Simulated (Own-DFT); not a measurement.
# Which defects push the lattice out? D0_22 TiAl3

Calculated, not measured: single-point runs of Own-DFT, a retired in-house plane-wave DFT program that no person has reviewed, on unrelaxed cells, without spin or spin-orbit coupling.

Method: PBE; PseudoDojo norm-conserving scalar-relativistic files; cutoff 42 hartree; 4 x 4 x 4 k mesh centred on Gamma; cold (Marzari-Vanderbilt) smearing of 0.2 eV.

Limits: forces on such cells failed a check on a denser k mesh; stress not checked against mesh or cutoff.

All runs share one cell, with vectors in Å (-2.365, -6.981, 4.326); (-7.667, 3.491, 1.442); (-2.950, -3.488, -7.241) and a volume of 625.4 Å³. The atoms are randomly displaced, by u rms on each axis. The defect's site can differ from row to row.

```
cell,formula,u (Å),P (GPa)
no defect,Al30Ti10,0.0211,1.99
no defect,Al30Ti10,0.0468,2.52
no defect,Al30Ti10,0.0506,2.55
two Al on a Ti site each,Al32Ti8,0.0302,2.93
two Al on a Ti site each,Al32Ti8,0.0323,2.95
two Al on a Ti site each,Al32Ti8,0.0482,3.26
two Al on a Ti site each,Al32Ti8,0.0485,?
two Ti on an Al site each,Al28Ti12,0.0242,3.25
two Ti on an Al site each,Al28Ti12,0.0489,3.90
two Ti on an Al site each,Al28Ti12,0.0491,3.77
one Ti vacancy,Al30Ti9,0.0283,1.83
one Ti vacancy,Al30Ti9,0.0312,1.85
one Ti vacancy,Al30Ti9,0.0505,2.37
two Al vacancies,Al28Ti10,0.0311,1.30
two Al vacancies,Al28Ti10,0.0494,1.71
two Al vacancies,Al28Ti10,0.0537,1.60
```

## Working it out

P = P0 + c u² + a shift for each defect gives P0 = 1.88 GPa, c = 271 ± 25 GPa/Å² and a scatter of 0.08 GPa. The shifts, and each times the cell's volume:

- two Ti on an Al site each: 1.27 ± 0.06 GPa, 5.0 eV (2.5 eV for each of its 2 sites)
- two Al on a Ti site each: 0.78 ± 0.07 GPa, 3.0 eV (1.5 eV for each of its 2 sites)
- one Ti vacancy: -0.26 ± 0.06 GPa, -1.0 eV
- two Al vacancies: -0.92 ± 0.07 GPa, -3.6 eV (-1.8 eV for each of its 2 sites)

Positive is outwards. The product with the volume (160.2 GPa Å³ to the eV) is nearly free of the cell's size; divided by the bulk modulus at the cell's pressure it gives the volume that the defect adds. The atoms around the defects weren't relaxed, which would change these numbers.

## Check

Question: what pressure belongs in the blank (two Al on a Ti site each, u = 0.0485 Å)?

From the fit: 3.30 ± 0.09 GPa. DFT gave 3.27 GPa.
